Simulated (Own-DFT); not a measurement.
# Computed records: SiC (4H silicon carbide, atoms displaced)

Computed with Own-DFT development build. A calculation, not a measurement: plane-wave PBE density functional theory by an unreviewed code, no spin, of a simulated periodic cell, stress positive in tension, free energy of the whole cell less one offset for each atom, forces on such cells passed a denser k mesh, this cell's mesh not checked; offsets are fitted by least squares, one for each functional and potential file, so energies compare only between cells with the same atoms and settings and are not formation energies; the far tail of each file's local potential was reset to the Coulomb form; each entry is a single point on an unrelaxed cell, so the pressure reflects the starting lattice, mostly measured values (interpolated for alloys), from which strain is counted, and rises with the displacements; printed positions are rounded, which can move forces by about a meV/angstrom; the program, named Own-DFT, is a retired in-house code; no spin-orbit coupling.

Common to all runs: functional PBE; potential files PseudoDojo norm-conserving, scalar-relativistic, standard set; wave cutoff 42 hartree; occupations Fermi-Dirac; smearing width 0.1 eV; hardware one NVIDIA H100; k mesh 4 x 4 x 3 centred on Gamma.

```yaml
- entry: 1
  formula: SiC
  kind: "4H silicon carbide, atoms displaced"
  structure:
    cell_angstrom: [[9.2481, 0.0, 0.0], [-4.6241, 8.0091, 0.0], [0.0, 0.0, 10.0681]]
    atoms_fractional:
      - [Si, 0.99615, 0.99841, 0.40117]
      - [Si, 0.11981, 0.2171, 0.16018]
      - [C, 0.01086, 0.00501, 0.09332]
      - [C, 0.10822, 0.22584, 0.34076]
      - [Si, 0.9974, 0.33478, 0.39876]
      - [Si, 0.09843, 0.54281, 0.16892]
      - [C, 0.0037, 0.33084, 0.094]
      - [C, 0.10957, 0.54859, 0.34262]
      - [Si, 0.00288, 0.67247, 0.40922]
      - [Si, 0.1078, 0.8782, 0.15758]
      - [C, 0.99243, 0.67018, 0.10129]
      - [C, 0.11618, 0.88593, 0.34757]
      - [Si, 0.33962, 0.99959, 0.41187]
      - [Si, 0.43714, 0.21288, 0.15303]
      - [C, 0.3295, 0.0004, 0.09217]
      - [C, 0.43846, 0.22561, 0.34682]
      - [Si, 0.32595, 0.31966, 0.40204]
      - [Si, 0.45095, 0.56232, 0.15126]
      - [C, 0.3457, 0.3409, 0.09567]
      - [C, 0.45281, 0.55579, 0.32876]
      - [Si, 0.34417, 0.67432, 0.41131]
      - [Si, 0.44661, 0.89124, 0.15783]
      - [C, 0.33361, 0.66593, 0.10082]
      - [C, 0.45546, 0.9077, 0.3361]
      - [Si, 0.66375, 0.00014, 0.41199]
      - [Si, 0.78017, 0.22553, 0.15882]
      - [C, 0.68464, 0.01232, 0.0909]
      - [C, 0.77561, 0.22537, 0.34559]
      - [Si, 0.66167, 0.32745, 0.40537]
      - [Si, 0.76227, 0.54502, 0.14566]
      - [C, 0.67466, 0.34201, 0.0995]
      - [C, 0.77098, 0.55531, 0.35781]
      - [Si, 0.65544, 0.66659, 0.40774]
      - [Si, 0.76802, 0.89167, 0.15237]
      - [C, 0.66188, 0.66507, 0.10227]
      - [C, 0.77635, 0.88353, 0.34354]
      - [Si, 0.00371, 0.0089, 0.91118]
      - [Si, 0.87539, 0.76479, 0.65383]
      - [C, 0.99608, 0.00117, 0.59417]
      - [C, 0.88454, 0.76839, 0.85338]
      - [Si, 0.99151, 0.67097, 0.90305]
      - [Si, 0.89156, 0.43868, 0.65483]
      - [C, 0.98957, 0.65814, 0.59623]
      - [C, 0.88154, 0.44226, 0.84102]
      - [Si, 0.99243, 0.31535, 0.8884]
      - [Si, 0.89824, 0.11408, 0.6562]
      - [C, 0.00747, 0.33629, 0.60608]
      - [C, 0.88336, 0.09955, 0.84474]
      - [Si, 0.65488, 0.98711, 0.89945]
      - [Si, 0.54669, 0.76679, 0.66549]
      - [C, 0.67198, 0.00174, 0.59041]
      - [C, 0.56066, 0.77607, 0.84303]
      - [Si, 0.68531, 0.68567, 0.88909]
      - [Si, 0.55384, 0.44111, 0.66755]
      - [C, 0.66053, 0.66228, 0.59824]
      - [C, 0.57046, 0.45607, 0.84305]
      - [Si, 0.66614, 0.33135, 0.90672]
      - [Si, 0.55312, 0.10657, 0.65103]
      - [C, 0.67488, 0.33963, 0.59437]
      - [C, 0.55799, 0.10258, 0.84375]
      - [Si, 0.33298, 0.99349, 0.90505]
      - [Si, 0.21166, 0.76655, 0.65251]
      - [C, 0.32495, 0.98657, 0.60283]
      - [C, 0.22351, 0.78552, 0.85062]
      - [Si, 0.32254, 0.66125, 0.90634]
      - [Si, 0.21801, 0.45018, 0.65535]
      - [C, 0.32957, 0.66173, 0.60005]
      - [C, 0.22441, 0.44607, 0.83326]
      - [Si, 0.33891, 0.33021, 0.90999]
      - [Si, 0.23619, 0.1244, 0.65316]
      - [C, 0.35169, 0.34887, 0.58673]
      - [C, 0.21807, 0.11488, 0.84741]
  results:
    "free_energy_of_cell_above_offsets [eV]": "-3.415"
    "pressure [GPa]": 6.12
    "stress_xx [GPa]": -6.2
    "stress_yy [GPa]": -6.42
    "stress_zz [GPa]": -5.74
    "stress_yz [GPa]": -1.16
    "stress_xz [GPa]": -0.75
    "stress_xy [GPa]": 0.39
    force_element: [Si, Si, C, C, Si, Si, C, C, Si, Si, C, C, Si, Si, C, C, Si, Si, C, C, Si, Si, C, C, Si, Si, C, C, Si, Si, C, C, Si, Si, C, C, Si, Si, C, C, Si, Si, C, C, Si, Si, C, C, Si, Si, C, C, Si, Si, C, C, Si, Si, C, C, Si, Si, C, C, Si, Si, C, C, Si, Si, C, C]
    "force_x [eV/angstrom]": [0.478, -1.382, -0.954, 0.616, 0.19, 0.647, 0.033, -0.017, -0.979, -0.491, 0.848, -0.443, -1.688, 0.879, 1.051, 2.289, -0.895, -1.13, -0.894, -2.449, -0.233, 0.307, -1.123, 0.001, 1.824, 0.886, -3.545, 0.561, -0.717, 0.837, -0.758, 0.856, 2.275, 3.478, 0.926, -1.229, 0.565, 0.984, 2.054, 1.809, 3.72, -1.498, 1.113, 1.564, -0.519, -1.336, -1.092, -0.597, 1.667, 0.832, -0.655, -2.187, -3.991, 1.551, -1.029, -1.293, 0.427, 0.714, -1.205, -1.95, -0.698, -0.346, 0.528, -0.423, 0.768, 3.11, -0.207, 0.121, -0.637, -1.697, -2.24, 2.016]
    "force_y [eV/angstrom]": [-0.197, 1.628, -1.42, -1.256, -0.599, 1.722, -0.508, 2.216, -2.279, 2.024, -2.731, 1.184, 0.582, 1.946, -1.17, -2.406, 3.603, -0.819, -1.091, -0.591, -1.171, 0.18, 0.139, -2.256, 0.507, 0.469, -1.096, -0.928, 2.188, 4.594, -4.766, -0.063, -0.651, -1.136, 1.908, 1.265, -1.669, 2.262, -0.667, 5.141, -2.242, 0.324, 0.663, 0.044, 3.422, -0.959, -1.084, -0.51, 2.043, 1.801, -0.826, -0.712, -4.513, 0.708, -0.101, -1.557, -0.191, 0.734, -2.199, 1.16, 2.467, 0.757, 1.756, -3.035, 0.216, -1.347, 1.641, -0.85, 1.801, -1.36, -1.907, -0.231]
    "force_z [eV/angstrom]": [0.942, -1.71, 0.854, 1.222, 1.96, -4.107, -0.605, 3.142, -0.585, 0.518, -1.644, -0.283, -0.446, 1.15, -0.044, -1.089, 0.481, -0.116, -0.47, 3.769, -2.164, -1.958, -1.273, 2.622, -1.784, -0.652, -0.895, -0.023, 0.817, 3.956, -2.068, -1.894, -0.102, 1.353, -3.464, -0.095, -0.264, 0.56, -0.604, -3.556, 2.338, 0.665, -0.234, 0.393, 3.058, 0.097, -3.045, -1.114, 1.778, -2.283, 1.798, 0.669, 4.67, -3.029, -0.174, 1.858, 0.139, 0.98, 0.03, -0.369, 0.459, 2.006, -1.68, -1.891, 1.249, -0.423, -1.511, 2.598, -0.623, 0.565, 0.745, -1.17]
    "wall_time [s]": 349.0
- entry: 2
  formula: SiC
  kind: "4H silicon carbide, atoms displaced"
  structure:
    cell_angstrom: [[9.2481, 0.0, 0.0], [-4.6241, 8.0091, 0.0], [0.0, 0.0, 10.0681]]
    atoms_fractional:
      - [Si, 0.00595, 0.00315, 0.40801]
      - [Si, 0.11172, 0.22608, 0.14421]
      - [C, 0.00823, 0.00423, 0.10012]
      - [C, 0.10746, 0.2193, 0.34872]
      - [Si, 0.98152, 0.33883, 0.40252]
      - [Si, 0.10031, 0.53639, 0.1562]
      - [C, 0.99947, 0.32791, 0.09537]
      - [C, 0.11151, 0.54282, 0.34159]
      - [Si, 0.00184, 0.67817, 0.402]
      - [Si, 0.10286, 0.88784, 0.16307]
      - [C, 0.98595, 0.66588, 0.09708]
      - [C, 0.11509, 0.8897, 0.34073]
      - [Si, 0.31948, 0.00104, 0.4128]
      - [Si, 0.45007, 0.21861, 0.1525]
      - [C, 0.32642, 0.00423, 0.0978]
      - [C, 0.45178, 0.22978, 0.34858]
      - [Si, 0.3464, 0.33171, 0.40715]
      - [Si, 0.4412, 0.55697, 0.15868]
      - [C, 0.34186, 0.33129, 0.10074]
      - [C, 0.44034, 0.56327, 0.34922]
      - [Si, 0.33612, 0.66704, 0.38887]
      - [Si, 0.44687, 0.87489, 0.16977]
      - [C, 0.33615, 0.66894, 0.09507]
      - [C, 0.44247, 0.88454, 0.33503]
      - [Si, 0.66006, 0.99368, 0.41153]
      - [Si, 0.79433, 0.24129, 0.15273]
      - [C, 0.66781, 0.00566, 0.09638]
      - [C, 0.77502, 0.22125, 0.3433]
      - [Si, 0.6712, 0.34291, 0.4081]
      - [Si, 0.76433, 0.55608, 0.17115]
      - [C, 0.65256, 0.32271, 0.09914]
      - [C, 0.77567, 0.55541, 0.346]
      - [Si, 0.67021, 0.6703, 0.40154]
      - [Si, 0.7834, 0.89169, 0.15598]
      - [C, 0.65975, 0.67226, 0.09206]
      - [C, 0.79023, 0.90221, 0.34533]
      - [Si, 0.99167, 0.0015, 0.89616]
      - [Si, 0.89371, 0.78693, 0.65925]
      - [C, 7.0e-05, 0.00524, 0.59753]
      - [C, 0.88645, 0.77022, 0.85439]
      - [Si, 0.01229, 0.68126, 0.91282]
      - [Si, 0.88872, 0.43481, 0.66148]
      - [C, 0.00103, 0.68041, 0.60001]
      - [C, 0.89452, 0.4506, 0.836]
      - [Si, 0.99967, 0.32517, 0.90314]
      - [Si, 0.88294, 0.11032, 0.65326]
      - [C, 0.0029, 0.34059, 0.59121]
      - [C, 0.86974, 0.10165, 0.84368]
      - [Si, 0.67607, 0.00084, 0.9041]
      - [Si, 0.55711, 0.78181, 0.65563]
      - [C, 0.66945, 0.01462, 0.58652]
      - [C, 0.5458, 0.77547, 0.83989]
      - [Si, 0.66872, 0.67221, 0.90658]
      - [Si, 0.56269, 0.4526, 0.65751]
      - [C, 0.68048, 0.6672, 0.59836]
      - [C, 0.55472, 0.44246, 0.84549]
      - [Si, 0.67039, 0.3325, 0.90606]
      - [Si, 0.55193, 0.09936, 0.66403]
      - [C, 0.65098, 0.32719, 0.58808]
      - [C, 0.54051, 0.10257, 0.84824]
      - [Si, 0.33943, 0.9989, 0.90191]
      - [Si, 0.22553, 0.78724, 0.65826]
      - [C, 0.33367, 0.01024, 0.59434]
      - [C, 0.22242, 0.77538, 0.8475]
      - [Si, 0.33397, 0.66441, 0.90924]
      - [Si, 0.21865, 0.43461, 0.65608]
      - [C, 0.33565, 0.65482, 0.59352]
      - [C, 0.22303, 0.44237, 0.85175]
      - [Si, 0.33512, 0.34241, 0.90755]
      - [Si, 0.22303, 0.10342, 0.6673]
      - [C, 0.33539, 0.33639, 0.59227]
      - [C, 0.21891, 0.10192, 0.83442]
  results:
    "free_energy_of_cell_above_offsets [eV]": "-1.963"
    "pressure [GPa]": 6.5
    "stress_xx [GPa]": -7.58
    "stress_yy [GPa]": -4.18
    "stress_zz [GPa]": -7.73
    "stress_yz [GPa]": 0.09
    "stress_xz [GPa]": 1.45
    "stress_xy [GPa]": -1.3
    force_element: [Si, Si, C, C, Si, Si, C, C, Si, Si, C, C, Si, Si, C, C, Si, Si, C, C, Si, Si, C, C, Si, Si, C, C, Si, Si, C, C, Si, Si, C, C, Si, Si, C, C, Si, Si, C, C, Si, Si, C, C, Si, Si, C, C, Si, Si, C, C, Si, Si, C, C, Si, Si, C, C, Si, Si, C, C, Si, Si, C, C]
    "force_x [eV/angstrom]": [-0.663, 2.367, -2.012, 0.383, 4.531, -0.3, 0.378, -1.962, 1.188, 2.098, 1.441, -1.462, 3.203, -2.795, 1.41, 0.801, -4.232, 0.742, -1.863, 4.202, -2.264, -1.541, -1.09, -0.732, 0.42, -3.364, 1.045, -1.606, 0.149, 0.589, 3.933, 0.305, -0.999, -0.995, 0.861, -0.952, 2.296, 0.057, 0.414, -0.624, -1.082, -2.169, 1.652, 0.3, -1.393, 0.821, -0.293, 4.433, -5.967, 0.417, 0.493, 1.954, -0.576, -0.871, -2.31, 0.293, -1.015, -2.0, 2.617, 4.788, -3.77, 0.668, 1.527, 0.745, -0.863, 0.427, -1.545, -1.07, 2.171, -1.71, 0.805, -0.836]
    "force_y [eV/angstrom]": [0.869, -1.282, -0.165, 1.551, -2.109, 4.211, 0.694, 2.873, -2.103, 0.452, -0.988, 0.248, 1.298, -1.572, -2.193, -1.735, 0.969, -0.561, 1.048, -1.933, -0.211, 3.396, -1.882, 1.079, 1.22, -4.154, -0.142, -0.04, -2.445, -0.445, 3.521, 1.228, 0.927, 1.17, -0.445, -2.159, -1.22, -0.725, -0.131, 2.155, -2.318, 2.123, -1.666, -0.93, 1.413, 1.284, -1.614, 2.989, -2.883, -1.315, -2.559, 0.913, -1.512, -1.526, 1.36, 0.802, 0.332, 2.825, 0.257, 2.308, -1.537, -2.093, -2.237, 0.67, 0.469, 1.326, 2.353, -0.236, -2.218, 2.712, -0.921, 1.158]
    "force_z [eV/angstrom]": [0.175, 3.95, -2.494, -1.101, 1.69, 0.006, -2.901, -0.543, 1.859, -2.448, 0.851, 1.472, -1.457, 2.472, -0.785, -1.493, 0.329, 0.063, -1.689, -1.767, 4.25, -6.258, -0.125, 5.989, -3.155, 1.606, -0.471, -0.434, 0.027, -4.53, -1.741, 1.057, 1.766, 0.075, 1.208, 0.192, 2.135, 0.795, -0.017, -1.867, -0.177, -2.722, -1.549, 3.876, 0.088, -0.594, 0.523, -2.133, 3.06, -0.977, 2.222, 0.744, -0.115, 0.131, -1.321, 0.186, 0.193, -1.471, 2.313, -1.293, 3.358, -0.627, 0.315, -0.289, -0.118, -0.347, -0.727, -1.319, 0.557, -4.712, 1.125, 5.106]
    "wall_time [s]": 356.6
- entry: 3
  formula: SiC
  kind: "4H silicon carbide, atoms displaced"
  structure:
    cell_angstrom: [[9.2481, 0.0, 0.0], [-4.6241, 8.0091, 0.0], [0.0, 0.0, 10.0681]]
    atoms_fractional:
      - [Si, 0.01563, 0.0131, 0.39992]
      - [Si, 0.10676, 0.21935, 0.15483]
      - [C, 0.99402, 0.98564, 0.08962]
      - [C, 0.10929, 0.22191, 0.34353]
      - [Si, 0.00614, 0.33467, 0.4091]
      - [Si, 0.1064, 0.5392, 0.15477]
      - [C, 0.00663, 0.3486, 0.09193]
      - [C, 0.09487, 0.54533, 0.34112]
      - [Si, 0.99573, 0.66662, 0.40996]
      - [Si, 0.12884, 0.89286, 0.15453]
      - [C, 0.99674, 0.66968, 0.08331]
      - [C, 0.11818, 0.89682, 0.34701]
      - [Si, 0.33551, 0.99963, 0.39496]
      - [Si, 0.43457, 0.21453, 0.16068]
      - [C, 0.3317, 0.99516, 0.09507]
      - [C, 0.4472, 0.2176, 0.34199]
      - [Si, 0.32844, 0.33142, 0.40919]
      - [Si, 0.4489, 0.56065, 0.15895]
      - [C, 0.34378, 0.33717, 0.09963]
      - [C, 0.44102, 0.55949, 0.33486]
      - [Si, 0.33654, 0.66985, 0.40427]
      - [Si, 0.45526, 0.9023, 0.16634]
      - [C, 0.33576, 0.66468, 0.0963]
      - [C, 0.44611, 0.88672, 0.34004]
      - [Si, 0.67493, 0.00486, 0.41329]
      - [Si, 0.78601, 0.22134, 0.15538]
      - [C, 0.66243, 0.01202, 0.09448]
      - [C, 0.78227, 0.21981, 0.33788]
      - [Si, 0.66877, 0.32563, 0.40324]
      - [Si, 0.77594, 0.54815, 0.1496]
      - [C, 0.67719, 0.33102, 0.08789]
      - [C, 0.76217, 0.54573, 0.34798]
      - [Si, 0.6596, 0.65545, 0.40067]
      - [Si, 0.79448, 0.90234, 0.14957]
      - [C, 0.6629, 0.66754, 0.10735]
      - [C, 0.76348, 0.87327, 0.34982]
      - [Si, 0.00476, 0.00377, 0.90269]
      - [Si, 0.88976, 0.77212, 0.65496]
      - [C, 0.00452, 0.00111, 0.6001]
      - [C, 0.89424, 0.78426, 0.84465]
      - [Si, 0.00031, 0.66723, 0.90806]
      - [Si, 0.88462, 0.43925, 0.65206]
      - [C, 0.00628, 0.66442, 0.59843]
      - [C, 0.89154, 0.45005, 0.83919]
      - [Si, 0.9923, 0.33722, 0.91092]
      - [Si, 0.89468, 0.11819, 0.65552]
      - [C, 0.9952, 0.33564, 0.5972]
      - [C, 0.89065, 0.1205, 0.84631]
      - [Si, 0.66682, 0.99549, 0.89871]
      - [Si, 0.55791, 0.7903, 0.64929]
      - [C, 0.67016, 0.00159, 0.58937]
      - [C, 0.54996, 0.76364, 0.84227]
      - [Si, 0.67802, 0.66368, 0.8954]
      - [Si, 0.56484, 0.44608, 0.65057]
      - [C, 0.66505, 0.67576, 0.5915]
      - [C, 0.55672, 0.44322, 0.84778]
      - [Si, 0.65602, 0.33412, 0.91634]
      - [Si, 0.55253, 0.09731, 0.65232]
      - [C, 0.66618, 0.32535, 0.59041]
      - [C, 0.56774, 0.12036, 0.83789]
      - [Si, 0.33689, 0.99368, 0.91053]
      - [Si, 0.21239, 0.76836, 0.66027]
      - [C, 0.32998, 0.99563, 0.58874]
      - [C, 0.22613, 0.76803, 0.84137]
      - [Si, 0.33451, 0.6684, 0.89583]
      - [Si, 0.22359, 0.44382, 0.65431]
      - [C, 0.33502, 0.66141, 0.60634]
      - [C, 0.2252, 0.44613, 0.84612]
      - [Si, 0.34472, 0.33966, 0.90806]
      - [Si, 0.23064, 0.11616, 0.66821]
      - [C, 0.34288, 0.3432, 0.60561]
      - [C, 0.23091, 0.11301, 0.85152]
  results:
    "free_energy_of_cell_above_offsets [eV]": "-4.276"
    "pressure [GPa]": 5.68
    "stress_xx [GPa]": -4.89
    "stress_yy [GPa]": -5.87
    "stress_zz [GPa]": -6.27
    "stress_yz [GPa]": 0.03
    "stress_xz [GPa]": 0.45
    "stress_xy [GPa]": -0.08
    force_element: [Si, Si, C, C, Si, Si, C, C, Si, Si, C, C, Si, Si, C, C, Si, Si, C, C, Si, Si, C, C, Si, Si, C, C, Si, Si, C, C, Si, Si, C, C, Si, Si, C, C, Si, Si, C, C, Si, Si, C, C, Si, Si, C, C, Si, Si, C, C, Si, Si, C, C, Si, Si, C, C, Si, Si, C, C, Si, Si, C, C]
    "force_x [eV/angstrom]": [-2.185, 1.107, 2.729, 0.316, -1.705, -0.214, 0.526, 1.37, -0.229, -3.924, 1.396, -0.256, 0.623, 1.865, 1.911, -0.947, 1.429, -0.833, -1.594, 0.102, -1.049, -0.083, -0.896, -0.017, -0.082, -1.001, 2.953, 0.33, -0.373, -0.804, -1.697, 2.903, -1.082, -4.403, 2.163, 1.962, -0.467, -0.734, 0.274, 0.839, 0.603, -0.483, -2.423, -1.242, 1.562, 0.356, 2.131, 0.848, -0.635, 0.973, 0.296, 1.283, -2.493, -0.483, 1.586, 0.682, 2.916, -1.601, -0.257, -1.157, 0.538, 2.365, 0.365, -2.724, 1.338, -0.341, -1.27, -0.479, -2.037, -0.063, -0.353, -0.027]
    "force_y [eV/angstrom]": [-3.55, 0.674, 3.524, 1.266, -0.41, 7.046, -6.493, 1.753, -0.311, -2.682, -0.492, -1.615, -0.316, 1.305, 1.534, 0.7, 0.951, -0.359, -0.697, -1.625, -0.984, -2.937, 0.989, 1.006, -1.303, 1.068, -1.356, 0.05, 0.387, 1.595, -0.525, 0.175, 1.108, -3.552, 0.752, 3.469, 0.479, 1.342, 0.778, -0.428, -0.115, 0.714, -0.993, -0.464, 0.84, -1.121, -0.318, -1.291, 0.178, -2.641, 0.887, 2.746, 0.491, 0.643, -1.51, 0.49, -0.372, 1.888, 0.026, -1.845, 0.42, 1.877, -0.176, 2.282, -1.824, -0.159, 1.484, -1.298, -0.431, -0.683, -1.844, -0.198]
    "force_z [eV/angstrom]": [2.488, -0.918, -0.265, -0.486, -0.046, 1.108, -0.71, 0.689, -0.808, 0.73, 3.311, -1.569, 2.792, -1.153, -0.37, 0.715, -0.14, -1.724, -0.838, 3.453, 0.57, -2.92, -0.755, 2.859, -3.124, -0.411, -1.491, 1.503, 0.148, 1.257, 2.996, -1.145, 1.015, 2.613, -3.032, -1.414, 0.109, -0.161, -0.904, -1.06, -1.963, 1.352, -1.441, 0.856, -1.838, 0.7, -1.411, -0.265, 1.328, 1.765, 1.447, -0.823, 2.716, 1.119, -0.123, -1.597, -3.551, 0.399, -0.277, 1.0, -1.573, -0.799, 0.582, 0.795, 3.078, 2.056, -3.165, -0.148, 0.712, -1.894, -2.272, 0.321]
    "wall_time [s]": 361.6
- entry: 4
  formula: SiC
  kind: "4H silicon carbide, atoms displaced"
  structure:
    cell_angstrom: [[9.2481, 0.0, 0.0], [-4.6241, 8.0091, 0.0], [0.0, 0.0, 10.0681]]
    atoms_fractional:
      - [Si, 0.00279, 0.99001, 0.40425]
      - [Si, 0.10362, 0.21388, 0.16254]
      - [C, 0.99075, 0.99256, 0.09545]
      - [C, 0.12073, 0.22768, 0.34274]
      - [Si, 0.99056, 0.32428, 0.40572]
      - [Si, 0.11562, 0.55753, 0.16165]
      - [C, 0.98707, 0.32359, 0.10081]
      - [C, 0.11415, 0.56056, 0.34114]
      - [Si, 0.98969, 0.65673, 0.40648]
      - [Si, 0.108, 0.88357, 0.16214]
      - [C, 0.99606, 0.66374, 0.09114]
      - [C, 0.11481, 0.88119, 0.33445]
      - [Si, 0.32615, 0.99727, 0.40792]
      - [Si, 0.44646, 0.22433, 0.15961]
      - [C, 0.34461, 0.01377, 0.09954]
      - [C, 0.43934, 0.2212, 0.34955]
      - [Si, 0.33988, 0.33648, 0.40628]
      - [Si, 0.44058, 0.55939, 0.15666]
      - [C, 0.32298, 0.32472, 0.09257]
      - [C, 0.45071, 0.56132, 0.34356]
      - [Si, 0.32944, 0.67105, 0.41476]
      - [Si, 0.44181, 0.89096, 0.14833]
      - [C, 0.32986, 0.65894, 0.09866]
      - [C, 0.44057, 0.89315, 0.34462]
      - [Si, 0.67665, 0.00457, 0.40713]
      - [Si, 0.78881, 0.23231, 0.16208]
      - [C, 0.65826, 0.00853, 0.08718]
      - [C, 0.76177, 0.21722, 0.34219]
      - [Si, 0.6727, 0.33541, 0.40124]
      - [Si, 0.77779, 0.55105, 0.16542]
      - [C, 0.66908, 0.33297, 0.08203]
      - [C, 0.77739, 0.55137, 0.34222]
      - [Si, 0.66581, 0.66874, 0.40744]
      - [Si, 0.7766, 0.88277, 0.15732]
      - [C, 0.68262, 0.67453, 0.09067]
      - [C, 0.77394, 0.88512, 0.34886]
      - [Si, 0.99901, 0.0034, 0.89457]
      - [Si, 0.90814, 0.79084, 0.65249]
      - [C, 0.99343, 0.0025, 0.60027]
      - [C, 0.89764, 0.78752, 0.83458]
      - [Si, 0.00829, 0.68517, 0.90512]
      - [Si, 0.88348, 0.44524, 0.65447]
      - [C, 0.01112, 0.67812, 0.59985]
      - [C, 0.88214, 0.44006, 0.84478]
      - [Si, 0.00161, 0.33697, 0.90738]
      - [Si, 0.89314, 0.10639, 0.66178]
      - [C, 0.00291, 0.33084, 0.59818]
      - [C, 0.8903, 0.11828, 0.8543]
      - [Si, 0.67079, 0.00684, 0.90281]
      - [Si, 0.55729, 0.77424, 0.65458]
      - [C, 0.67284, 0.00457, 0.59386]
      - [C, 0.56159, 0.78697, 0.84359]
      - [Si, 0.66646, 0.67252, 0.9037]
      - [Si, 0.55235, 0.43979, 0.66316]
      - [C, 0.67109, 0.6667, 0.59089]
      - [C, 0.56952, 0.44909, 0.84506]
      - [Si, 0.67757, 0.32894, 0.91073]
      - [Si, 0.55008, 0.10914, 0.65808]
      - [C, 0.65702, 0.32438, 0.59831]
      - [C, 0.55523, 0.10094, 0.845]
      - [Si, 0.3401, 0.0027, 0.8999]
      - [Si, 0.22197, 0.77859, 0.65842]
      - [C, 0.33801, 0.00632, 0.58863]
      - [C, 0.2135, 0.77476, 0.84867]
      - [Si, 0.32262, 0.65663, 0.9073]
      - [Si, 0.21816, 0.44864, 0.65925]
      - [C, 0.33951, 0.67172, 0.60204]
      - [C, 0.21463, 0.44144, 0.83851]
      - [Si, 0.33553, 0.32732, 0.90896]
      - [Si, 0.2194, 0.10886, 0.65096]
      - [C, 0.3313, 0.342, 0.59402]
      - [C, 0.22107, 0.11271, 0.83978]
  results:
    "free_energy_of_cell_above_offsets [eV]": "-5.839"
    "pressure [GPa]": 5.26
    "stress_xx [GPa]": -5.5
    "stress_yy [GPa]": -3.79
    "stress_zz [GPa]": -6.49
    "stress_yz [GPa]": -0.18
    "stress_xz [GPa]": 0.67
    "stress_xy [GPa]": -0.19
    force_element: [Si, Si, C, C, Si, Si, C, C, Si, Si, C, C, Si, Si, C, C, Si, Si, C, C, Si, Si, C, C, Si, Si, C, C, Si, Si, C, C, Si, Si, C, C, Si, Si, C, C, Si, Si, C, C, Si, Si, C, C, Si, Si, C, C, Si, Si, C, C, Si, Si, C, C, Si, Si, C, C, Si, Si, C, C, Si, Si, C, C]
    "force_x [eV/angstrom]": [-1.062, 0.155, 1.405, -1.284, 1.137, -1.42, 3.774, -0.657, 2.002, 0.116, 1.026, -1.614, 1.6, -0.118, -1.716, 1.333, -0.989, 2.505, 0.58, -1.131, 1.287, 0.426, -0.904, 1.333, -2.459, -3.951, 2.345, 3.19, -3.0, -0.116, -0.334, -0.819, 0.105, -1.59, -1.939, 1.366, 0.431, -2.766, 3.17, -1.01, -2.088, 0.642, -0.778, 2.064, -0.913, -3.009, -1.678, 0.632, 0.464, 0.825, -0.367, -0.793, 1.567, -0.034, 0.634, -1.46, -2.44, 1.82, 0.767, -1.182, -1.494, 1.474, -1.242, 2.738, 0.946, 1.009, -1.379, 1.4, -0.27, 0.03, 0.683, 1.028]
    "force_y [eV/angstrom]": [1.555, 0.062, 0.822, -1.565, 1.198, -0.939, 2.83, -1.511, 1.572, 0.99, 0.405, -0.282, 0.522, 0.894, -2.72, 0.369, 1.031, -1.208, 1.251, -0.42, 0.315, 0.093, 1.594, -0.506, -1.447, -2.921, -0.764, 0.574, -1.104, 0.368, 0.487, 0.425, -0.773, 1.617, -2.172, 0.871, -0.093, -2.23, -0.203, -0.603, -3.384, -0.672, -2.279, 2.016, 0.088, 1.976, 0.223, -0.548, -1.375, 1.407, -0.567, -1.598, -0.176, 0.944, -0.236, -0.946, 0.072, -0.205, 1.777, 2.051, -0.273, 1.082, -1.516, 1.386, 1.408, -0.312, -0.513, 0.054, 1.316, 1.801, -1.068, -0.32]
    "force_z [eV/angstrom]": [-0.042, -1.776, -0.522, 1.384, 0.393, -1.604, -1.283, 2.283, 0.208, -4.024, 0.99, 4.302, -1.295, -0.341, -1.928, -0.909, 0.504, -0.049, 0.711, 0.345, -1.321, 1.8, -1.765, 0.064, 0.326, -1.55, 1.476, 0.339, 2.425, -4.231, 5.3, 1.593, 0.216, -0.302, 0.545, -1.099, 2.848, 0.647, -2.716, 1.038, 0.946, 1.119, -2.338, -0.594, 0.747, 0.549, -1.223, -2.12, 1.368, 0.417, 0.356, 0.047, 0.05, -1.381, 0.855, 0.982, -2.521, -0.288, -1.529, -1.248, 2.096, 0.431, 1.426, -1.058, -0.013, -1.127, -0.83, 2.13, -0.875, 0.57, 0.209, -0.133]
    "wall_time [s]": 353.3
```
